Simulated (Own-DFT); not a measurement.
# How strain changes the stress of wurtzite AlN, 128 atoms (Al64N64)

Source: density functional calculations with Own-DFT, an unreviewed in-house program that is no longer used. Nothing was measured or relaxed, and spin and spin-orbit coupling are left out.

Settings: PBE; PseudoDojo norm-conserving scalar-relativistic files; cutoff 42 hartree; 3 x 3 x 3 k mesh centred on Gamma; Gaussian smearing of 0.01 eV.

Limits: k mesh not checked against a denser one; stress not checked against mesh or cutoff.

Unstrained cell vectors in Å: (12.448, 0.000, 0.000); (-6.224, 10.780, 0.000); (0.000, 0.000, 9.964). The unstrained cell has measured lattice constants (interpolated for alloys), not those of this functional. That, the random moves and any unrelaxed bonds set the pressure at no strain. The cell is deformed uniformly in each run, and the atoms keep their fractional places. Random moves of width 0.05 Å per axis were added to every atom. Strain is the symmetric tensor, in per cent. Stress is positive in tension, and the pressure is minus a third of its trace.

| run | e_xx (%) | e_yy (%) | e_zz (%) | e_yz (%) | e_xz (%) | e_xy (%) | s_xx (GPa) | s_yy (GPa) | s_zz (GPa) | s_yz (GPa) | s_xz (GPa) | s_xy (GPa) | P (GPa) | E (meV/atom) |
|---|---|---|---|---|---|---|---|---|---|---|---|---|---|---|
| 1 | -1.46 | 1.17 | 1.38 | -1.12 | 1.46 | -1.87 | -9.78 | -2.16 | -0.17 | -3.59 | 3.13 | -6.06 | 4.04 | 27.7 |
| 2 | 0.06 | 0.51 | 1.58 | 0.84 | 0.58 | 1.75 | -3.61 | -2.45 | 1.12 | 2.40 | 0.93 | 6.58 | 1.65 | 11.1 |
| 3 | 0.60 | 0.80 | -0.51 | 0.16 | -0.33 | 0.43 | -1.78 | -1.45 | -8.60 | 0.71 | -1.18 | 2.25 | 3.95 | 8.1 |
| 4 | -1.09 | 1.56 | -0.59 | -1.49 | -1.30 | -1.06 | -10.40 | -0.98 | -6.12 | -3.70 | -3.52 | -3.78 | 5.83 | 18.8 |
| 5 | -1.50 | -0.73 | 1.00 | -1.60 | -1.24 | 1.76 | -12.60 | -11.66 | -3.06 | -4.24 | -2.34 | 7.98 | 9.10 | 37.6 |
| 6 | 0.52 | 1.04 | -0.09 | 1.01 | 1.66 | -1.95 | -1.79 | -0.93 | -6.14 | 3.18 | 4.38 | -7.09 | 2.95 | 14.8 |
| 7 | 1.40 | -0.30 | -0.72 | -1.83 | 1.28 | -1.90 | -1.32 | -6.52 | -8.48 | -3.96 | 3.07 | -8.65 | 5.44 | 34.7 |
| 8 | 1.48 | -0.66 | 1.53 | -0.63 | 1.74 | 0.06 | 2.24 | -5.66 | 0.85 | -0.95 | 4.00 | -0.11 | 0.85 | 0.0 |
| 9 | -0.17 | -1.84 | 0.78 | -0.23 | 1.70 | 0.86 | -7.85 | -14.44 | -3.46 | 0.68 | 4.79 | 1.25 | 8.59 | 18.9 |
| 10 | 0.92 | 1.62 | -1.04 | -1.21 | 1.97 | 0.09 | -1.43 | 2.43 | -8.37 | -3.18 | 5.34 | 0.66 | 2.46 | 7.5 |
| 11 | -0.57 | 0.92 | -1.88 | -0.04 | 0.38 | -1.85 | -8.89 | -2.85 | -15.22 | 0.10 | 0.24 | -6.00 | 8.98 | 24.7 |
| 12 | -0.56 | 1.41 | -1.68 | -0.01 | 0.36 | 1.98 | -9.09 | -1.69 | -12.91 | 0.12 | 0.42 | 7.55 | 7.90 | 37.1 |
| 13 | -1.70 | 1.35 | -1.70 | -1.99 | -1.88 | -1.93 | -15.73 | -2.98 | -13.48 | -5.80 | -4.61 | -8.58 | 10.73 | 41.7 |
| 14 | -1.74 | 1.92 | -1.24 | -1.63 | -1.15 | 1.60 | -13.04 | 0.03 | -12.04 | -4.58 | -2.95 | 4.95 | 8.35 | 40.0 |
| 15 | -1.41 | 1.38 | -1.48 | 0.61 | -1.94 | 1.92 | -13.02 | -2.52 | -12.06 | 1.27 | -5.28 | 8.15 | 9.20 | 29.0 |
| 16 | -1.40 | -0.40 | 1.70 | -1.54 | -1.80 | -0.67 | ? | ? | ? | ? | ? | ? | ? | ? |

The last column gives the free energy per atom over the lowest of the runs shown.

## What the rows give

Each stress component was fitted by least squares to a constant and the strains of the runs shown, as fractions, with shears doubled. Shear strains stay in the fit of a normal stress only where such slopes are resolved. The slopes, in GPa:

```
stress,at no strain,per e_xx,per e_yy,per e_zz,scatter
s_xx,-6.0,478 ± 17,117 ± 22,123 ± 18,0.69
s_yy,-6.1,149 ± 12,472 ± 15,54 ± 13,0.47
s_zz,-6.1,47 ± 23,67 ± 29,445 ± 24,0.91
```

The slope of each shear stress on twice its own strain, from a fit on all six strains: yz 135 ± 4, xz 128 ± 8, xy 187 ± 11 GPa. These are stiffnesses along x, y and z of the frame in which the cell vectors are given, with the crystal's c axis along z: C11, C12, C13 and C33. Hexagonal symmetry asks that xx and yy behave alike, which is a second check on the noise. These are clamped-ion slopes: internal relaxation, where symmetry allows it, would soften some. The table should be nearly symmetric about its diagonal, and what it lacks of that shows the noise. A ninth of the table's sum, 217 ± 5 GPa, estimates the bulk modulus near the mean pressure of these runs, 6.0 GPa, so it lies above the value at zero pressure.

## The run left out

Q: what normal stresses and pressure should run 16 give?

The fit gives s_xx = -11.0, s_yy = -9.2, s_zz = 0.5 and P = 6.6 GPa. Computed: -10.17, -10.61, 1.29 and P = 6.50 GPa.
